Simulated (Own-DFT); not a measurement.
# A change of arrangement and its cost: Ga32P32, 64 atoms

All numbers below are calculated, not measured. The program, named Own-DFT, is a retired in-house plane-wave density functional code that no person has reviewed. Each row is one single-point run on a periodic cell that was not relaxed, without spin or spin-orbit coupling.

Settings of every run: PBE; PseudoDojo norm-conserving scalar-relativistic files; cutoff 42 hartree; 3 x 3 x 3 k mesh centred on Gamma; Fermi-Dirac smearing of 0.1 eV.

Known limits, some of them of some rows only: not probed for a lower state with spin; forces on such cells failed a check on a denser k mesh; forces on such cells passed a denser k mesh, each cell not checked; stress not checked against mesh or cutoff.

All cells hold the same atoms in the same cell, with vectors in Å (10.901, 0.000, 0.000); (0.000, 10.901, 0.000); (0.000, 0.000, 10.901). Every atom was moved at random from its ideal site; u is the rms move along one axis. The defect's site can differ from row to row. E is the free energy of the cell above the lowest run. The arrangements:

- A: zincblende GaP
- B: zincblende GaP, with one Ga on a P site and one P on a Ga site, 2.4 Å apart

```
arrangement,u (Å),E (eV),P (GPa)
A,0.0186,0.000,2.68
A,0.0190,0.069,2.70
A,0.0209,0.150,2.73
A,0.0495,2.078,3.13
A,0.0501,2.768,3.37
A,0.0538,2.559,3.25
B,0.0291,3.699,2.97
B,0.0310,3.850,3.03
B,0.0322,4.180,3.04
B,0.0475,5.133,3.29
B,0.0524,5.590,3.41
B,0.0525,5.833,3.44
```

Question: once the cost of the random moves is taken out, how do the arrangements rank?

## Worked answer

Fit E = a + b u², with one b for all and one a for each arrangement, and with residuals divided by u², since the noise grows with the moves. Then b = 1062 eV/Å², the scatter at u = 0.04 Å is 0.18 eV, and against A:

- B: 3.21 ± 0.08 eV (higher)

These are energies of unrelaxed cells. Relaxing the atoms lowers the strained arrangements most, so the gaps would shrink and small ones could change sign.
